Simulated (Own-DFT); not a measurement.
# Stretching a layer in its plane: wurtzite GaN, 72 atoms (Ga36N36)

No measurement is shown. These are fixed-geometry runs of a retired plane-wave code named Own-DFT, which no person has reviewed; spin and spin-orbit coupling are neglected.

Settings: PBE; PseudoDojo norm-conserving scalar-relativistic files (stringent for Ga); cutoff 96 hartree; 4 x 4 x 3 k mesh centred on Gamma; Gaussian smearing of 0.01 eV.

Caveats: forces not confirmed at this smearing and k mesh; stress not checked against mesh or cutoff.

Unstrained cell vectors in Å: (9.567, 0.000, 0.000); (-4.784, 8.285, 0.000); (0.000, 0.000, 10.370). The unstrained cell has measured lattice constants (interpolated for alloys), not those of this functional. That, the random moves and any unrelaxed bonds set the pressure at no strain. Each run strains x and y alike by e, as a substrate would, and holds the height along z. Each coordinate of each atom was shifted by a normal deviate of width 0.05 Å. Stress is positive in tension.

| e (%) | u (Å) | (s_xx + s_yy)/2 (GPa) | s_zz (GPa) |
|---|---|---|---|
| -3.00 | 0.046 | -25.52 | -12.67 |
| -2.75 | 0.050 | -23.05 | -12.96 |
| -2.50 | 0.047 | -22.67 | -10.74 |
| -1.25 | 0.053 | -14.47 | -9.35 |
| -0.50 | 0.050 | ? | ? |
| 0.25 | 0.053 | -5.96 | -6.79 |
| 1.00 | 0.049 | -1.18 | -6.85 |
| 2.25 | 0.049 | 3.44 | -3.90 |
| 2.50 | 0.048 | 4.64 | -4.98 |
| 3.00 | 0.052 | 6.37 | -3.60 |

## Analysis

With e as a fraction, the in-plane stress is -7.0 + 534 e - 2764 e² GPa (errors 8 and 555, scatter 0.53), and s_zz is -7.9 + 148 e GPa (slope ± 11, scatter 0.73). At e = 0 the first slope is C11 + C12 and the second 2 C13, both with the ions held to the strained lattice and at the cell's own pressure. The term in e² is negative: the layer stiffens under compression and softens under tension. A free layer would change its height as e changes, and the in-plane slope would drop by 2 C13²/C33 to the biaxial modulus. At fixed height, a misfit of 1 % moves the in-plane stress by about 5.3 GPa and s_zz by 1.5 GPa.

## The run left out

Q: what are the two stresses at e = -0.50 %?

From the fit: -9.7 and -8.6 GPa. Computed: -8.44 and -9.78 GPa.
